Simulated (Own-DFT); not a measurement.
# PBE against PBEsol on the same cells

These are calculations, not measurements. The program, named Own-DFT, is a retired in-house plane-wave density functional code that no person has reviewed. Each row is one single-point run on a periodic cell that was not relaxed, without spin or spin-orbit coupling.

Known limits, some of them of some rows only: forces on such cells failed a check on a denser k mesh; forces on such cells moved up to 12 meV/angstrom on a denser k mesh; forces on such cells passed a denser k mesh, each cell not checked; stress not checked against mesh or cutoff.

Each cell was run twice at the same cutoff, k mesh and smearing, with PBE and with PBEsol, on PseudoDojo norm-conserving files made for PBE. Atoms were moved at random from their sites; u is the rms move along one axis. Files made for PBEsol would give a somewhat different change.

| cell | atoms | volume (Å³/atom) | u (Å) | cutoff (hartree) | P with PBE (GPa) | P with PBEsol (GPa) | change (GPa) |
|---|---|---|---|---|---|---|---|
| C40 NbSi2 with two Nb on a Si site each (Nb14Si22) | 36 | 14.64 | 0.048 | 42 | 8.52 | 4.46 | -4.07 |
| C40 NbSi2 with two Nb on a Si site each (Nb14Si22) | 36 | 14.64 | 0.050 | 42 | 8.40 | 4.35 | -4.05 |
| C40 NbSi2 with two Nb on a Si site each (Nb14Si22) | 36 | 14.64 | 0.026 | 42 | 7.37 | 3.32 | -4.05 |
| C49 TiSi2 (Si40Ti20) | 60 | 14.18 | 0.020 | 42 | 2.05 | -1.28 | -3.32 |
| C49 TiSi2 (Si40Ti20) | 60 | 14.18 | 0.018 | 42 | 1.99 | -1.33 | -3.32 |
| C49 TiSi2 (Si40Ti20) | 60 | 14.10 | 0.049 | 42 | 4.20 | ? | ? |
| diamond-structure SiGe with randomly placed atoms (Ge8Si56) | 64 | 20.34 | 0.028 | 42 | 2.20 | 0.70 | -1.50 |
| diamond-structure SiGe with randomly placed atoms (Ge8Si56) | 64 | 20.34 | 0.032 | 42 | 2.31 | 0.80 | -1.51 |
| diamond-structure SiGe with randomly placed atoms (Ge8Si56) | 64 | 20.34 | 0.030 | 42 | 2.26 | 0.76 | -1.50 |
| wurtzite AlGaN with randomly placed atoms (Al27Ga9N36) | 72 | 10.42 | 0.056 | 42 | 12.54 | 9.30 | -3.23 |
| wurtzite AlGaN with randomly placed atoms (Al27Ga9N36) | 72 | 10.68 | 0.031 | 42 | 5.19 | 2.08 | -3.12 |
| wurtzite AlGaN with randomly placed atoms (Al27Ga9N36) | 72 | 11.22 | 0.050 | 42 | -2.83 | -5.79 | -2.96 |

## Worked reading

Mean change of pressure by composition, in GPa: Nb7Si11, -4.05; Si2Ti, -3.32; Al3GaN4, -3.10; GeSi7, -1.50. At a fixed cell PBEsol gives the lower pressure, because it favours a smaller volume than PBE. Here the change varies more between materials than between cells of one material.

## Withheld value

Question: what PBEsol pressure should the Si40Ti20 cell with the blank give?

Adding the mean change of the cells with its composition, -3.32 GPa, to 4.20 gives 0.9 GPa. The calculation gave 0.86 GPa.
